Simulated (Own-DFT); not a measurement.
# Computed records: GaP (zincblende, atoms displaced)

A calculation, not a measurement: plane-wave PBE density functional theory by an unreviewed code, no spin, of a simulated periodic cell, stress positive in tension, free energy of the whole cell less one offset for each atom, forces on such cells passed a denser k mesh, this cell's mesh not checked; offsets are fitted by least squares, one for each functional and potential file, so energies compare only between cells with the same atoms and settings and are not formation energies; the far tail of each file's local potential was reset to the Coulomb form; each entry is a single point on an unrelaxed cell, so the pressure reflects the starting lattice, mostly measured values (interpolated for alloys), from which strain is counted, and rises with the displacements; printed positions are rounded, which can move forces by about a meV/angstrom; the program, named Own-DFT, is a retired in-house code; no spin-orbit coupling. Program: Own-DFT development build.

Common to all runs: functional PBE; potential files PseudoDojo norm-conserving, scalar-relativistic, standard set; wave cutoff 42 hartree; occupations Fermi-Dirac; smearing width 0.1 eV; k mesh 3 x 3 x 3 centred on Gamma.

```yaml
- entry: 1
  formula: GaP
  kind: "zincblende, atoms displaced"
  structure:
    cell_angstrom: [[10.901, 0.0, 0.0], [0.0, 10.901, 0.0], [0.0, 0.0, 10.901]]
    atoms_fractional:
      - [Ga, 0.99974, 0.01132, 0.00305]
      - [Ga, 0.99715, 0.24852, 0.24215]
      - [Ga, 0.25086, 0.0031, 0.25183]
      - [Ga, 0.24311, 0.26302, 0.00709]
      - [P, 0.12702, 0.12428, 0.12934]
      - [P, 0.12527, 0.37735, 0.36903]
      - [P, 0.36875, 0.12203, 0.37475]
      - [P, 0.37453, 0.36812, 0.11541]
      - [Ga, 0.00732, 0.99862, 0.49059]
      - [Ga, 0.99036, 0.25164, 0.75038]
      - [Ga, 0.2487, 0.99491, 0.75078]
      - [Ga, 0.24537, 0.24946, 0.50045]
      - [P, 0.1258, 0.12666, 0.62832]
      - [P, 0.11536, 0.37175, 0.88337]
      - [P, 0.37086, 0.12897, 0.87031]
      - [P, 0.38124, 0.37767, 0.63065]
      - [Ga, 0.98951, 0.50222, 0.9977]
      - [Ga, 0.98882, 0.74685, 0.25108]
      - [Ga, 0.25163, 0.50592, 0.24679]
      - [Ga, 0.24505, 0.74736, 0.99884]
      - [P, 0.11846, 0.62378, 0.12536]
      - [P, 0.12219, 0.86591, 0.37561]
      - [P, 0.36676, 0.6242, 0.37242]
      - [P, 0.37395, 0.87673, 0.12656]
      - [Ga, 0.00121, 0.4954, 0.50542]
      - [Ga, 0.99649, 0.75179, 0.74632]
      - [Ga, 0.2491, 0.49706, 0.74858]
      - [Ga, 0.2525, 0.75282, 0.49366]
      - [P, 0.12452, 0.6159, 0.62492]
      - [P, 0.12099, 0.87911, 0.87107]
      - [P, 0.37286, 0.62468, 0.87384]
      - [P, 0.37231, 0.87782, 0.62183]
      - [Ga, 0.4934, 0.99488, 0.99533]
      - [Ga, 0.50497, 0.25306, 0.25136]
      - [Ga, 0.74818, 0.9995, 0.25856]
      - [Ga, 0.75137, 0.2552, 0.99742]
      - [P, 0.62631, 0.12469, 0.12927]
      - [P, 0.62445, 0.37881, 0.37641]
      - [P, 0.87308, 0.12483, 0.37067]
      - [P, 0.87568, 0.37295, 0.11963]
      - [Ga, 0.50178, 0.9944, 0.50528]
      - [Ga, 0.49914, 0.24318, 0.75317]
      - [Ga, 0.75909, 0.99827, 0.74973]
      - [Ga, 0.74959, 0.25157, 0.49948]
      - [P, 0.62782, 0.12564, 0.62686]
      - [P, 0.63359, 0.36562, 0.88065]
      - [P, 0.86501, 0.12293, 0.86809]
      - [P, 0.87136, 0.37584, 0.62685]
      - [Ga, 0.50244, 0.49705, 0.99724]
      - [Ga, 0.49833, 0.74944, 0.2463]
      - [Ga, 0.74795, 0.49262, 0.24924]
      - [Ga, 0.76519, 0.75195, 0.99911]
      - [P, 0.63122, 0.62503, 0.12913]
      - [P, 0.62236, 0.87591, 0.37306]
      - [P, 0.87167, 0.6181, 0.37325]
      - [P, 0.87936, 0.88287, 0.12537]
      - [Ga, 0.489, 0.50139, 0.49184]
      - [Ga, 0.49814, 0.75255, 0.74975]
      - [Ga, 0.75125, 0.50066, 0.75448]
      - [Ga, 0.74961, 0.74841, 0.49673]
      - [P, 0.61856, 0.626, 0.63005]
      - [P, 0.61878, 0.87474, 0.87459]
      - [P, 0.87644, 0.61541, 0.87308]
      - [P, 0.87454, 0.86978, 0.62221]
  results:
    "free_energy_of_cell_above_offsets [eV]": "-33.783"
    "pressure [GPa]": 3.12
    "stress_xx [GPa]": -3.15
    "stress_yy [GPa]": -3.09
    "stress_zz [GPa]": -3.12
    "stress_yz [GPa]": -0.12
    "stress_xz [GPa]": -0.61
    "stress_xy [GPa]": -0.01
    force_element: [Ga, Ga, Ga, Ga, P, P, P, P, Ga, Ga, Ga, Ga, P, P, P, P, Ga, Ga, Ga, Ga, P, P, P, P, Ga, Ga, Ga, Ga, P, P, P, P, Ga, Ga, Ga, Ga, P, P, P, P, Ga, Ga, Ga, Ga, P, P, P, P, Ga, Ga, Ga, Ga, P, P, P, P, Ga, Ga, Ga, Ga, P, P, P, P]
    "force_x [eV/angstrom]": [0.006, 0.235, -0.382, -0.348, 0.095, -0.236, 1.169, 1.006, -0.525, 0.68, 0.084, 0.444, -0.605, 0.14, -0.622, -0.562, 1.271, 0.587, -0.416, 0.003, -0.079, 0.149, 0.931, -0.537, -0.19, 0.546, -0.18, -0.486, 0.271, -0.238, 0.087, -0.002, 0.301, -0.696, -0.144, 0.305, -0.062, -0.29, 0.491, -0.256, 0.002, 0.653, -1.572, -0.077, 0.001, -1.616, 1.287, -0.056, 0.247, 0.139, 0.293, -1.18, -0.31, -0.086, 0.06, -0.36, 0.818, -0.405, -1.048, -0.506, 0.444, 1.307, -0.156, 0.173]
    "force_y [eV/angstrom]": [-0.321, 0.227, -0.948, -1.867, 0.356, -0.314, 0.623, 1.558, 0.412, -0.419, 0.752, 0.405, -0.211, 0.568, -0.471, -0.678, -0.425, 0.021, -1.032, 0.337, 0.207, 0.55, 0.63, -0.392, -0.038, -0.716, -0.269, -0.539, 1.346, -0.469, -0.091, -0.705, 1.04, -0.565, 0.06, -1.721, -0.191, -0.302, 0.332, 0.164, 0.968, 0.623, -0.938, -0.222, -0.393, 1.416, 0.73, 0.087, 0.306, -0.133, 0.26, -0.036, 0.056, -0.622, -0.071, -0.189, 0.083, -0.081, -0.421, -0.35, -0.395, -0.129, 1.868, 0.679]
    "force_z [eV/angstrom]": [-0.779, 0.684, 0.041, -0.993, -0.47, 0.26, 0.611, 1.759, 0.985, 0.052, -0.248, 0.076, -0.178, -1.11, 1.062, -0.634, 0.769, -0.17, -0.728, 0.098, -0.219, -0.977, -0.303, -0.309, -0.845, 0.187, 0.7, 1.056, -0.014, 0.737, 0.12, 0.379, 0.402, -0.086, -1.007, 1.107, -0.716, 0.228, 0.637, 0.548, -0.548, -0.237, -0.678, 0.028, -0.219, -1.418, 1.43, -0.3, 0.045, 0.2, -0.202, -0.039, -0.798, 0.416, 0.512, 0.235, 0.961, 0.006, -0.57, 0.21, -0.847, 0.014, -0.373, -0.541]
- entry: 2
  formula: GaP
  kind: "zincblende, atoms displaced"
  structure:
    cell_angstrom: [[10.901, 0.0, 0.0], [0.0, 10.901, 0.0], [0.0, 0.0, 10.901]]
    atoms_fractional:
      - [Ga, 0.99814, 0.00549, 0.99512]
      - [Ga, 0.00063, 0.2483, 0.25147]
      - [Ga, 0.24907, 0.99185, 0.25224]
      - [Ga, 0.25643, 0.24638, 0.00029]
      - [P, 0.12919, 0.12112, 0.1265]
      - [P, 0.12607, 0.37022, 0.37403]
      - [P, 0.37122, 0.1237, 0.37014]
      - [P, 0.38034, 0.37042, 0.12609]
      - [Ga, 0.99628, 0.99574, 0.51039]
      - [Ga, 0.00307, 0.25696, 0.74534]
      - [Ga, 0.24804, 0.00484, 0.7511]
      - [Ga, 0.24881, 0.26099, 0.49978]
      - [P, 0.12653, 0.1233, 0.62046]
      - [P, 0.12415, 0.37823, 0.87586]
      - [P, 0.37607, 0.11883, 0.86973]
      - [P, 0.37535, 0.38032, 0.61992]
      - [Ga, 0.99319, 0.49419, 0.99641]
      - [Ga, 0.99895, 0.74819, 0.25144]
      - [Ga, 0.25517, 0.49562, 0.24728]
      - [Ga, 0.25673, 0.74908, 0.99379]
      - [P, 0.12158, 0.63544, 0.12779]
      - [P, 0.13631, 0.87218, 0.37353]
      - [P, 0.37046, 0.62983, 0.3781]
      - [P, 0.37893, 0.8751, 0.12347]
      - [Ga, 0.0042, 0.49961, 0.49739]
      - [Ga, 0.99984, 0.75393, 0.75136]
      - [Ga, 0.2474, 0.49768, 0.7483]
      - [Ga, 0.24997, 0.74923, 0.49662]
      - [P, 0.12014, 0.62469, 0.63168]
      - [P, 0.12649, 0.87442, 0.8801]
      - [P, 0.37045, 0.62863, 0.87831]
      - [P, 0.37076, 0.87132, 0.62114]
      - [Ga, 0.49607, 0.99277, 0.99989]
      - [Ga, 0.50224, 0.24933, 0.24762]
      - [Ga, 0.75117, 0.99851, 0.24228]
      - [Ga, 0.75777, 0.24856, 0.00064]
      - [P, 0.62272, 0.12989, 0.11659]
      - [P, 0.62489, 0.37953, 0.37052]
      - [P, 0.86494, 0.12751, 0.37952]
      - [P, 0.88389, 0.36879, 0.12188]
      - [Ga, 0.50069, 0.99874, 0.50622]
      - [Ga, 0.49818, 0.2471, 0.74908]
      - [Ga, 0.75588, 0.00019, 0.74531]
      - [Ga, 0.75082, 0.24722, 0.49386]
      - [P, 0.6268, 0.13137, 0.6218]
      - [P, 0.61565, 0.37091, 0.8668]
      - [P, 0.87915, 0.12568, 0.877]
      - [P, 0.88407, 0.37677, 0.6302]
      - [Ga, 0.50156, 0.50058, 0.99992]
      - [Ga, 0.50609, 0.75222, 0.24817]
      - [Ga, 0.75286, 0.50061, 0.24273]
      - [Ga, 0.74667, 0.74627, 0.99604]
      - [P, 0.62516, 0.62322, 0.12743]
      - [P, 0.62633, 0.87491, 0.36815]
      - [P, 0.87726, 0.62737, 0.3734]
      - [P, 0.87433, 0.8772, 0.12571]
      - [Ga, 0.50545, 0.50012, 0.49237]
      - [Ga, 0.49807, 0.75396, 0.74979]
      - [Ga, 0.75246, 0.50601, 0.74587]
      - [Ga, 0.75431, 0.75143, 0.49918]
      - [P, 0.62707, 0.61586, 0.63105]
      - [P, 0.62682, 0.86671, 0.86812]
      - [P, 0.87419, 0.63191, 0.87118]
      - [P, 0.8755, 0.87722, 0.62939]
  results:
    "free_energy_of_cell_above_offsets [eV]": "-33.554"
    "pressure [GPa]": 3.22
    "stress_xx [GPa]": -3.24
    "stress_yy [GPa]": -3.19
    "stress_zz [GPa]": -3.23
    "stress_yz [GPa]": -0.2
    "stress_xz [GPa]": 0.13
    "stress_xy [GPa]": 0.45
    force_element: [Ga, Ga, Ga, Ga, P, P, P, P, Ga, Ga, Ga, Ga, P, P, P, P, Ga, Ga, Ga, Ga, P, P, P, P, Ga, Ga, Ga, Ga, P, P, P, P, Ga, Ga, Ga, Ga, P, P, P, P, Ga, Ga, Ga, Ga, P, P, P, P, Ga, Ga, Ga, Ga, P, P, P, P, Ga, Ga, Ga, Ga, P, P, P, P]
    "force_x [eV/angstrom]": [0.584, 0.167, 0.65, -0.439, -0.332, -0.289, 0.505, -0.299, 0.655, 0.577, -0.308, 0.446, -0.039, 0.586, 0.177, 0.32, 0.762, 0.131, -0.615, -1.019, 0.698, -2.244, 1.101, -0.501, -0.132, 0.385, 0.314, -0.484, 0.48, -0.111, 1.026, 0.252, 0.953, 0.005, -0.594, -1.0, 0.273, 0.618, 1.659, -0.95, -0.142, -0.519, -0.879, -0.469, -0.017, 1.643, -0.335, -1.401, -0.238, -0.833, 0.429, 0.25, 0.071, 0.246, -0.203, 0.345, -0.535, -0.315, 0.374, -0.708, -0.78, 0.074, 0.043, -0.071]
    "force_y [eV/angstrom]": [-0.725, -0.751, 0.824, 0.119, 0.121, 0.957, 0.271, 0.554, 0.507, -1.157, -0.902, -1.373, 0.708, -0.697, 0.462, -0.251, 1.465, 0.957, 0.635, 0.587, -1.596, 0.03, -0.81, -0.567, 0.097, 0.095, 0.397, -0.407, 0.322, 0.409, -1.148, 0.5, 0.517, -0.417, 0.741, 0.291, -0.757, -0.641, -1.305, 0.478, 0.165, 0.001, 0.679, 1.673, -0.724, 0.787, 0.414, 0.286, -0.163, -0.368, -0.285, 0.323, 0.065, 0.366, -0.631, -0.474, 0.6, -0.908, -1.258, -0.256, 1.633, 1.344, -0.906, -0.903]
    "force_z [eV/angstrom]": [0.932, 0.247, -0.705, -0.161, -0.088, -0.463, 0.739, -0.499, -1.515, 0.705, -0.417, -0.041, 0.353, 0.166, 0.565, 0.462, 0.064, 0.138, 0.041, 1.364, -0.937, 0.603, -0.903, 0.341, 0.102, 0.237, 0.26, 1.026, -0.923, -0.597, -1.069, 0.635, -0.688, 0.475, 0.319, -0.603, 0.325, -0.213, -1.149, 0.532, -0.906, -0.65, 0.772, 1.042, 0.378, 0.957, -1.201, -1.305, -0.228, 0.228, 0.394, 0.639, -0.665, 1.055, 0.243, -0.714, 0.506, -0.449, 0.923, 0.168, -1.415, 0.49, 0.484, -0.407]
- entry: 3
  formula: GaP
  kind: "zincblende, atoms displaced"
  structure:
    cell_angstrom: [[10.901, 0.0, 0.0], [0.0, 10.901, 0.0], [0.0, 0.0, 10.901]]
    atoms_fractional:
      - [Ga, 0.00119, 0.00106, 0.00569]
      - [Ga, 0.00661, 0.24941, 0.2489]
      - [Ga, 0.25161, 0.99856, 0.25096]
      - [Ga, 0.24998, 0.25026, 0.9985]
      - [P, 0.11892, 0.11842, 0.12467]
      - [P, 0.1263, 0.37052, 0.37918]
      - [P, 0.37638, 0.11915, 0.36849]
      - [P, 0.37473, 0.36682, 0.11757]
      - [Ga, 0.00056, 0.00189, 0.50116]
      - [Ga, 0.00032, 0.24356, 0.75452]
      - [Ga, 0.25952, 0.00012, 0.74993]
      - [Ga, 0.24925, 0.25422, 0.50266]
      - [P, 0.12379, 0.1262, 0.62425]
      - [P, 0.13043, 0.37594, 0.87646]
      - [P, 0.38458, 0.13744, 0.87274]
      - [P, 0.37554, 0.3795, 0.62491]
      - [Ga, 0.99634, 0.49621, 0.99528]
      - [Ga, 0.9911, 0.75455, 0.25378]
      - [Ga, 0.25518, 0.49503, 0.25931]
      - [Ga, 0.25115, 0.75193, 0.99761]
      - [P, 0.12598, 0.61806, 0.13211]
      - [P, 0.12769, 0.88332, 0.37382]
      - [P, 0.37595, 0.62371, 0.37109]
      - [P, 0.37008, 0.87175, 0.12587]
      - [Ga, 0.00219, 0.50827, 0.49897]
      - [Ga, 0.99424, 0.74071, 0.74572]
      - [Ga, 0.25339, 0.49654, 0.75514]
      - [Ga, 0.25062, 0.74275, 0.50381]
      - [P, 0.11988, 0.63013, 0.6258]
      - [P, 0.12428, 0.87239, 0.8625]
      - [P, 0.37713, 0.63218, 0.87464]
      - [P, 0.37375, 0.87506, 0.62172]
      - [Ga, 0.50632, 0.00615, 0.00225]
      - [Ga, 0.49151, 0.2461, 0.24158]
      - [Ga, 0.74856, 0.9978, 0.24947]
      - [Ga, 0.75205, 0.24532, 0.99909]
      - [P, 0.61928, 0.12265, 0.12304]
      - [P, 0.6264, 0.37427, 0.37553]
      - [P, 0.87084, 0.12113, 0.37007]
      - [P, 0.86906, 0.37677, 0.12192]
      - [Ga, 0.50207, 0.00361, 0.5058]
      - [Ga, 0.49772, 0.25148, 0.75102]
      - [Ga, 0.75258, 0.00494, 0.75053]
      - [Ga, 0.75173, 0.25292, 0.49883]
      - [P, 0.61678, 0.12694, 0.6266]
      - [P, 0.62844, 0.3788, 0.87163]
      - [P, 0.87004, 0.12164, 0.87657]
      - [P, 0.87466, 0.37608, 0.6223]
      - [Ga, 0.49414, 0.49859, 0.00405]
      - [Ga, 0.49766, 0.75518, 0.25358]
      - [Ga, 0.74811, 0.49971, 0.24619]
      - [Ga, 0.75279, 0.74767, 0.99649]
      - [P, 0.62483, 0.62727, 0.12031]
      - [P, 0.61397, 0.86728, 0.37161]
      - [P, 0.88023, 0.62483, 0.37808]
      - [P, 0.8761, 0.87784, 0.13195]
      - [Ga, 0.50162, 0.4962, 0.4979]
      - [Ga, 0.49629, 0.74885, 0.75218]
      - [Ga, 0.74162, 0.50783, 0.75571]
      - [Ga, 0.75074, 0.75685, 0.50337]
      - [P, 0.62304, 0.62281, 0.62393]
      - [P, 0.63319, 0.87494, 0.87525]
      - [P, 0.87224, 0.61776, 0.87304]
      - [P, 0.87904, 0.87153, 0.62947]
  results:
    "free_energy_of_cell_above_offsets [eV]": "-33.479"
    "pressure [GPa]": 3.22
    "stress_xx [GPa]": -3.2
    "stress_yy [GPa]": -3.18
    "stress_zz [GPa]": -3.27
    "stress_yz [GPa]": -0.25
    "stress_xz [GPa]": -0.3
    "stress_xy [GPa]": -0.75
    force_element: [Ga, Ga, Ga, Ga, P, P, P, P, Ga, Ga, Ga, Ga, P, P, P, P, Ga, Ga, Ga, Ga, P, P, P, P, Ga, Ga, Ga, Ga, P, P, P, P, Ga, Ga, Ga, Ga, P, P, P, P, Ga, Ga, Ga, Ga, P, P, P, P, Ga, Ga, Ga, Ga, P, P, P, P, Ga, Ga, Ga, Ga, P, P, P, P]
    "force_x [eV/angstrom]": [-0.425, -1.008, -0.246, -0.543, 1.528, -0.265, -0.142, -0.446, -0.161, -0.115, -0.519, 0.462, 0.522, -0.874, -1.282, -0.012, 0.615, 1.498, -0.446, -0.996, -0.343, -0.366, 0.276, 0.675, 0.045, 0.026, -0.166, -0.2, 1.109, -0.154, -0.438, 0.412, -0.995, 0.905, -0.893, -0.741, 1.381, -0.499, 0.401, 0.814, -0.443, 0.848, -0.533, -0.117, 1.383, -0.791, 1.017, 0.197, 0.684, -0.58, -0.018, 0.307, -0.365, 1.736, -1.355, -0.479, -0.001, 0.917, 0.519, -0.269, -0.132, -0.885, 0.519, -0.552]
    "force_y [eV/angstrom]": [-1.036, 0.166, 0.004, -0.784, 1.014, 0.664, 0.842, 1.054, -0.15, 0.752, 0.514, -0.814, -0.19, -0.424, -1.813, -0.393, 0.189, -0.39, -0.395, -0.334, 0.597, -1.274, 0.02, 0.756, -1.15, 0.52, 0.98, 0.82, -1.241, 0.271, -1.154, -0.258, -1.326, 0.184, -0.089, 0.506, 0.676, -0.324, 0.53, -0.672, -0.685, 1.261, -0.628, -0.504, 0.282, -0.702, 0.187, 0.329, 0.258, -1.244, 0.464, 0.31, -0.004, 1.639, 0.301, -0.422, 0.434, 0.674, -0.807, -0.709, 0.704, 0.177, 0.823, 1.011]
    "force_z [eV/angstrom]": [-1.285, -0.045, -0.525, 0.013, 0.129, -0.235, 1.083, 0.977, -0.199, -0.353, -0.008, -0.084, 0.397, -0.163, 0.877, -0.016, 0.75, 0.104, -1.005, 0.213, -0.6, 0.576, 0.83, -0.461, 0.289, 0.873, -0.466, -0.763, 0.141, 1.171, 0.448, 0.218, -0.848, 0.854, 0.137, 0.096, 0.747, -0.836, 0.605, 0.269, -0.959, -0.656, -0.605, 0.073, 0.006, 0.847, 0.3, 0.783, -0.736, -1.43, 0.484, 0.49, 0.637, 1.327, -0.413, -1.244, -0.102, -0.615, -1.261, -0.356, -0.084, -0.207, 0.294, -0.476]
- entry: 4
  formula: GaP
  kind: "zincblende, atoms displaced"
  structure:
    cell_angstrom: [[10.901, 0.0, 0.0], [0.0, 10.901, 0.0], [0.0, 0.0, 10.901]]
    atoms_fractional:
      - [Ga, 0.00148, 0.0035, 0.99601]
      - [Ga, 0.00468, 0.25489, 0.24917]
      - [Ga, 0.24387, 0.00827, 0.25168]
      - [Ga, 0.25143, 0.25425, 0.99772]
      - [P, 0.12446, 0.12526, 0.12454]
      - [P, 0.12027, 0.37492, 0.38064]
      - [P, 0.37411, 0.13004, 0.37643]
      - [P, 0.3719, 0.37934, 0.1236]
      - [Ga, 0.00675, 0.99057, 0.49417]
      - [Ga, 0.00056, 0.24331, 0.74697]
      - [Ga, 0.2551, 0.00027, 0.74788]
      - [Ga, 0.25122, 0.25377, 0.50198]
      - [P, 0.12018, 0.13458, 0.6278]
      - [P, 0.12809, 0.38136, 0.87786]
      - [P, 0.37352, 0.12742, 0.87462]
      - [P, 0.3788, 0.36869, 0.62611]
      - [Ga, 0.99598, 0.5015, 0.99145]
      - [Ga, 0.99906, 0.75313, 0.2529]
      - [Ga, 0.25142, 0.50472, 0.25269]
      - [Ga, 0.25039, 0.75861, 0.01324]
      - [P, 0.12703, 0.62765, 0.12541]
      - [P, 0.12279, 0.8732, 0.38274]
      - [P, 0.37153, 0.62661, 0.38178]
      - [P, 0.38629, 0.88148, 0.13096]
      - [Ga, 0.00373, 0.49873, 0.49636]
      - [Ga, 0.99475, 0.74348, 0.74511]
      - [Ga, 0.24815, 0.50781, 0.75343]
      - [Ga, 0.2571, 0.7606, 0.50394]
      - [P, 0.11495, 0.61681, 0.61948]
      - [P, 0.12471, 0.8702, 0.87382]
      - [P, 0.37186, 0.62367, 0.87097]
      - [P, 0.36908, 0.88079, 0.62768]
      - [Ga, 0.50192, 0.00124, 0.99418]
      - [Ga, 0.50104, 0.24787, 0.23513]
      - [Ga, 0.74401, 0.99632, 0.25366]
      - [Ga, 0.74686, 0.25077, 0.0025]
      - [P, 0.63397, 0.12887, 0.12542]
      - [P, 0.6273, 0.37102, 0.37757]
      - [P, 0.87675, 0.12676, 0.37385]
      - [P, 0.8724, 0.37421, 0.12488]
      - [Ga, 0.50525, 0.9991, 0.50162]
      - [Ga, 0.49683, 0.25935, 0.75664]
      - [Ga, 0.75655, 0.00874, 0.74641]
      - [Ga, 0.74988, 0.2495, 0.49423]
      - [P, 0.6167, 0.12033, 0.6211]
      - [P, 0.6339, 0.37787, 0.87564]
      - [P, 0.8769, 0.1231, 0.87469]
      - [P, 0.87588, 0.37337, 0.62715]
      - [Ga, 0.50382, 0.50041, 0.99216]
      - [Ga, 0.49405, 0.75148, 0.25547]
      - [Ga, 0.74866, 0.50929, 0.24897]
      - [Ga, 0.7481, 0.7426, 0.99415]
      - [P, 0.61798, 0.62421, 0.1293]
      - [P, 0.63319, 0.87577, 0.37213]
      - [P, 0.85902, 0.61767, 0.37596]
      - [P, 0.86904, 0.87418, 0.12504]
      - [Ga, 0.49911, 0.50701, 0.50438]
      - [Ga, 0.50143, 0.74941, 0.74768]
      - [Ga, 0.7484, 0.4991, 0.75227]
      - [Ga, 0.75677, 0.74823, 0.50147]
      - [P, 0.6213, 0.62295, 0.62676]
      - [P, 0.617, 0.87729, 0.87819]
      - [P, 0.88442, 0.62335, 0.87039]
      - [P, 0.87286, 0.877, 0.62603]
  results:
    "free_energy_of_cell_above_offsets [eV]": "-32.875"
    "pressure [GPa]": 3.32
    "stress_xx [GPa]": -3.19
    "stress_yy [GPa]": -3.3
    "stress_zz [GPa]": -3.46
    "stress_yz [GPa]": -0.69
    "stress_xz [GPa]": -0.31
    "stress_xy [GPa]": 0.48
    force_element: [Ga, Ga, Ga, Ga, P, P, P, P, Ga, Ga, Ga, Ga, P, P, P, P, Ga, Ga, Ga, Ga, P, P, P, P, Ga, Ga, Ga, Ga, P, P, P, P, Ga, Ga, Ga, Ga, P, P, P, P, Ga, Ga, Ga, Ga, P, P, P, P, Ga, Ga, Ga, Ga, P, P, P, P, Ga, Ga, Ga, Ga, P, P, P, P]
    "force_x [eV/angstrom]": [-0.123, -0.585, 0.685, -0.305, -0.073, 1.211, 0.32, 0.515, -1.351, -0.558, -1.488, -0.193, 1.291, -0.468, 0.224, -0.693, 0.642, -0.573, -0.531, 0.506, -0.657, 1.196, 0.208, -1.294, -1.823, 0.795, -0.166, -1.176, 1.584, 0.164, 0.481, 1.697, -0.137, -0.253, 1.388, 1.0, -0.996, -0.886, 0.259, 0.37, -0.939, 0.784, -1.267, 0.151, 1.201, -0.853, -0.264, -0.258, -0.557, 0.709, -0.968, -0.107, 0.084, -1.414, 2.646, 0.453, 0.039, -0.59, 0.816, -0.921, 0.903, 1.541, -1.926, 0.529]
    "force_y [eV/angstrom]": [-0.897, -0.405, -0.672, -0.177, 0.522, 0.058, -0.366, 0.03, 1.914, 1.549, 0.769, -0.272, -1.941, -0.846, 0.008, 1.663, -0.56, -0.55, -0.399, -0.184, -0.237, -0.556, 0.256, 0.377, -0.275, 0.882, -0.996, -1.225, 1.494, 0.331, 1.104, -0.441, 0.865, 0.586, 1.003, 0.019, -1.117, 0.935, -0.637, 0.761, -0.525, -0.98, -0.608, -0.317, 1.453, -0.534, 0.789, 0.018, 0.106, -0.149, -1.907, 0.384, 0.297, -0.989, 0.988, 0.084, -1.381, 0.28, 0.299, 0.234, 0.669, -0.551, 0.179, -0.209]
    "force_z [eV/angstrom]": [0.455, -0.064, 0.392, 0.356, -0.465, -0.949, -0.333, -0.168, 1.349, 1.153, 0.637, 0.007, -1.109, -0.637, 0.192, 0.026, 1.455, -0.067, 0.077, -0.805, 0.278, -1.598, -0.165, -0.101, -0.044, -0.327, -1.002, 0.048, 0.508, -0.142, 0.911, -0.292, 0.936, 1.316, -0.692, -0.455, -0.366, -0.919, -0.176, -0.046, -0.969, -0.222, 0.114, 0.943, 1.148, 0.176, 0.297, -0.297, 0.532, 0.189, -0.596, 0.47, -0.716, 1.197, 0.487, -0.351, -0.459, 0.337, -0.71, 0.322, 0.081, -1.138, 0.145, -0.15]
```
